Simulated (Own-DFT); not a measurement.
# Computed records: SiGe3 (layered order of Si and Ge on the diamond lattice, atoms displaced)

All values are calculated (Own-DFT development build). A calculation, not a measurement: plane-wave density functional theory by an unreviewed code, no spin, of a simulated periodic cell, stress positive in tension, run twice, with PBE and with PBEsol, both on files made for PBE, so the change isn't that of files made for PBEsol, forces on such cells moved up to 12 meV/angstrom on a denser k mesh; the far tail of each file's local potential was reset to the Coulomb form; each entry is a single point on an unrelaxed cell, so the pressure reflects the starting lattice, mostly measured values (interpolated for alloys), from which strain is counted, and rises with the displacements; printed positions are rounded, which can move forces by about a meV/angstrom; the program, named Own-DFT, is a retired in-house code; no spin-orbit coupling; stress was not checked against mesh or cutoff.

Entry: SiGe3 (layered order of Si and Ge on the diamond lattice, atoms displaced)

```cif
# cell vector a (Å): 11.2025 0.0000 0.0000
# cell vector b (Å): 0.0000 11.2025 0.0000
# cell vector c (Å): 0.0000 0.0000 11.2025
data_SiGe3
_symmetry_space_group_name_H-M 'P 1'
_symmetry_Int_Tables_number 1
_cell_length_a 11.2025
_cell_length_b 11.2025
_cell_length_c 11.2025
_cell_angle_alpha 90.000
_cell_angle_beta 90.000
_cell_angle_gamma 90.000
_cell_volume 1405.87
loop_
_atom_site_label
_atom_site_type_symbol
_atom_site_fract_x
_atom_site_fract_y
_atom_site_fract_z
_atom_site_occupancy
Ge1 Ge 0.99385 0.99769 0.98890 1
Ge2 Ge 0.99594 0.24084 0.25669 1
Ge3 Ge 0.25003 0.00470 0.25545 1
Ge4 Ge 0.24808 0.25148 0.00257 1
Ge5 Ge 0.11837 0.11874 0.13190 1
Ge6 Ge 0.13009 0.36910 0.37289 1
Ge7 Ge 0.37564 0.12735 0.37502 1
Ge8 Ge 0.38238 0.37977 0.11761 1
Ge9 Ge 0.00111 0.00017 0.49559 1
Si1 Si 0.99447 0.25560 0.75226 1
Si2 Si 0.25227 0.01366 0.75029 1
Ge10 Ge 0.25980 0.25099 0.49215 1
Ge11 Ge 0.13224 0.12317 0.62331 1
Si3 Si 0.12471 0.37462 0.87988 1
Si4 Si 0.36819 0.13223 0.87030 1
Ge12 Ge 0.37943 0.37410 0.62589 1
Ge13 Ge 0.00146 0.50740 0.00096 1
Ge14 Ge 0.00126 0.74557 0.24682 1
Ge15 Ge 0.25290 0.49928 0.25599 1
Ge16 Ge 0.25283 0.74746 0.99321 1
Ge17 Ge 0.12182 0.62198 0.13838 1
Ge18 Ge 0.12061 0.86693 0.38392 1
Ge19 Ge 0.37712 0.61827 0.37651 1
Ge20 Ge 0.36936 0.86861 0.12586 1
Ge21 Ge 0.99320 0.49767 0.50330 1
Si5 Si 0.99988 0.75461 0.74424 1
Si6 Si 0.24214 0.49685 0.74892 1
Ge22 Ge 0.23536 0.75281 0.49364 1
Ge23 Ge 0.11996 0.62431 0.63121 1
Si7 Si 0.12259 0.87721 0.87538 1
Si8 Si 0.37642 0.63064 0.87295 1
Ge24 Ge 0.37874 0.86729 0.62345 1
Ge25 Ge 0.49954 0.00067 0.00235 1
Ge26 Ge 0.50575 0.25161 0.25074 1
Ge27 Ge 0.74619 0.99999 0.25348 1
Ge28 Ge 0.74996 0.24685 0.00018 1
Ge29 Ge 0.62119 0.13101 0.11941 1
Ge30 Ge 0.62788 0.38350 0.38217 1
Ge31 Ge 0.87171 0.12680 0.37361 1
Ge32 Ge 0.87477 0.36333 0.13008 1
Ge33 Ge 0.50086 0.99453 0.50156 1
Si9 Si 0.49468 0.25105 0.75955 1
Si10 Si 0.74425 0.99547 0.74806 1
Ge34 Ge 0.74982 0.24773 0.49809 1
Ge35 Ge 0.62707 0.13473 0.62696 1
Si11 Si 0.62781 0.37302 0.87323 1
Si12 Si 0.87401 0.12725 0.87914 1
Ge36 Ge 0.86357 0.37171 0.62161 1
Ge37 Ge 0.50940 0.50070 0.99725 1
Ge38 Ge 0.50247 0.75323 0.24516 1
Ge39 Ge 0.74284 0.50492 0.25725 1
Ge40 Ge 0.74761 0.74483 0.00399 1
Ge41 Ge 0.62797 0.62284 0.12988 1
Ge42 Ge 0.63021 0.86191 0.38512 1
Ge43 Ge 0.87337 0.62610 0.37293 1
Ge44 Ge 0.87367 0.87647 0.12301 1
Ge45 Ge 0.49890 0.49511 0.50616 1
Si13 Si 0.49928 0.74713 0.75031 1
Si14 Si 0.73640 0.50350 0.74921 1
Ge46 Ge 0.75371 0.74539 0.49883 1
Ge47 Ge 0.62951 0.63122 0.63032 1
Si15 Si 0.63280 0.87877 0.87763 1
Si16 Si 0.88349 0.61807 0.87211 1
Ge48 Ge 0.87333 0.87812 0.62694 1
```

* functional: PBE, then PBEsol
* potential files: PseudoDojo norm-conserving, scalar-relativistic, standard set
* wave cutoff: 42 hartree
* occupations: Fermi-Dirac
* smearing width: 0.1 eV
* k mesh: 3 x 3 x 3 centred on Gamma
* PBE pressure: 3.86 GPa
* PBE stress xx: -3.88 GPa
* PBE stress yy: -3.81 GPa
* PBE stress zz: -3.88 GPa
* PBE stress yz: 0.6 GPa
* PBE stress xz: -0.16 GPa
* PBE stress xy: 0.66 GPa
* PBEsol pressure: 1.15 GPa
* PBEsol stress xx: -1.17 GPa
* PBEsol stress yy: -1.11 GPa
* PBEsol stress zz: -1.17 GPa
* PBEsol stress yz: 0.59 GPa
* PBEsol stress xz: -0.14 GPa
* PBEsol stress xy: 0.62 GPa
* rms change of force components from PBE to PBEsol: 0.046 eV/Å

Force:
```
force element  PBE force x (eV/Å)  PBE force y (eV/Å)  PBE force z (eV/Å)  PBEsol force x (eV/Å)  PBEsol force y (eV/Å)  PBEsol force z (eV/Å)
           Ge               0.495               0.123               0.935                  0.472                  0.111                  0.993
           Ge               0.892               0.986              -0.477                  0.856                  0.948                 -0.467
           Ge              -0.322              -1.287              -0.034                 -0.317                 -1.239                 -0.036
           Ge              -0.167              -0.261               0.067                 -0.152                 -0.245                  0.123
           Ge                0.16               0.021                -1.2                  0.157                  0.026                  -1.14
           Ge              -0.991               0.496               0.361                 -0.942                  0.474                  0.347
           Ge               1.297              -0.751              -0.389                  1.243                 -0.721                 -0.376
           Ge              -0.555              -0.321               0.847                 -0.533                 -0.315                  0.831
           Ge              -0.422               0.369               0.814                 -0.405                  0.347                  0.782
           Si               0.463              -0.445               0.102                  0.447                 -0.428                  0.024
           Si               0.085              -2.166               0.245                  0.055                 -2.139                  0.153
           Ge              -0.784               0.121               1.419                 -0.759                   0.11                  1.359
           Ge              -0.971                 1.1              -0.058                 -0.948                  1.071                  -0.13
           Si              -0.431               0.235              -0.643                  -0.42                  0.223                 -0.544
           Si               0.577              -0.575               1.001                   0.56                 -0.556                  1.085
           Ge              -0.929              -0.223               1.084                 -0.893                 -0.208                  0.968
           Ge               0.054              -1.467               0.401                  0.072                 -1.423                  0.462
           Ge              -0.918               1.388               0.664                 -0.885                  1.334                  0.653
           Ge               0.151              -0.664              -0.961                  0.139                 -0.636                 -0.925
           Ge              -1.215              -0.013               0.543                 -1.172                  0.009                  0.606
           Ge                1.36              -0.196              -1.666                  1.303                 -0.192                 -1.604
           Ge              -0.962               1.853              -2.565                 -0.929                   1.79                 -2.474
           Ge               0.064               1.318                0.28                   0.05                  1.263                  0.259
           Ge               0.132                1.12              -0.085                  0.143                  1.082                 -0.078
           Ge               0.625              -0.166              -0.385                  0.594                 -0.153                 -0.376
           Si              -0.127              -0.206               1.363                  -0.13                 -0.201                  1.254
           Si                0.97                0.12               0.755                  0.955                  0.129                  0.665
           Ge               2.652              -2.197               2.055                   2.56                 -2.122                  1.987
           Ge               0.079              -0.039              -0.522                  0.069                 -0.035                 -0.585
           Si               0.692               0.005              -1.162                  0.684                  0.011                 -1.067
           Si               0.124              -1.477              -0.672                  0.106                 -1.461                 -0.579
           Ge              -1.173                0.61                0.58                 -1.137                  0.612                  0.492
           Ge               -0.67              -0.151              -1.005                 -0.641                 -0.134                  -0.91
           Ge              -0.399               0.691                0.17                  -0.39                  0.669                  0.153
           Ge              -0.282              -0.278              -0.425                 -0.253                 -0.267                 -0.411
           Ge               0.108               0.495              -0.642                  0.096                  0.476                 -0.537
           Ge               0.258              -0.883               0.819                  0.249                 -0.851                    0.8
           Ge              -0.516              -1.152              -0.271                 -0.498                 -1.115                 -0.266
           Ge              -0.286              -1.076                0.63                 -0.269                 -1.038                  0.602
           Ge              -0.142               1.655              -0.154                 -0.143                  1.588                 -0.144
           Ge               0.337               0.655               0.021                   0.32                  0.623                  0.018
           Si               0.721               0.288              -0.487                  0.715                  0.297                 -0.566
           Si               0.678               1.184                 0.6                  0.684                  1.178                  0.497
           Ge              -0.237               0.209              -0.316                 -0.227                  0.218                 -0.298
           Ge              -1.001              -1.164                0.71                 -0.957                 -1.126                  0.617
           Si              -0.256              -0.014              -0.126                 -0.247                 -0.023                 -0.035
           Si              -0.352               -0.23              -1.712                 -0.353                 -0.237                 -1.601
           Ge               0.448               0.723               1.398                  0.429                  0.698                  1.277
           Ge              -0.433                0.49               -0.73                 -0.428                  0.475                 -0.627
           Ge              -0.217              -0.659               0.899                 -0.205                 -0.653                  0.872
           Ge               1.348              -0.923              -0.708                  1.294                 -0.883                 -0.672
           Ge               0.937               0.076              -1.156                  0.908                  0.072                 -1.047
           Ge              -0.676               0.257              -0.528                 -0.651                  0.253                 -0.505
           Ge              -0.957               1.527              -1.284                 -0.925                  1.482                 -1.247
           Ge               0.658              -0.404                0.07                  0.626                 -0.393                  0.071
           Ge               -0.03               -0.11               0.242                 -0.032                 -0.113                  0.235
           Ge               0.563                1.28                0.24                  0.543                  1.226                  0.216
           Si               0.531                0.86               0.795                  0.541                  0.859                  0.693
           Si               1.862              -0.807               0.766                  1.823                 -0.768                  0.667
           Ge               0.767              -0.048               1.158                  0.728                 -0.041                  1.108
           Ge              -1.109              -0.276              -0.471                 -1.071                 -0.262                 -0.537
           Si              -1.208              -0.741              -0.247                 -1.197                 -0.747                 -0.151
           Si              -1.383               1.099               -0.74                 -1.344                  1.065                 -0.657
           Ge               0.034               0.015              -0.207                  0.035                  0.007                 -0.278
```
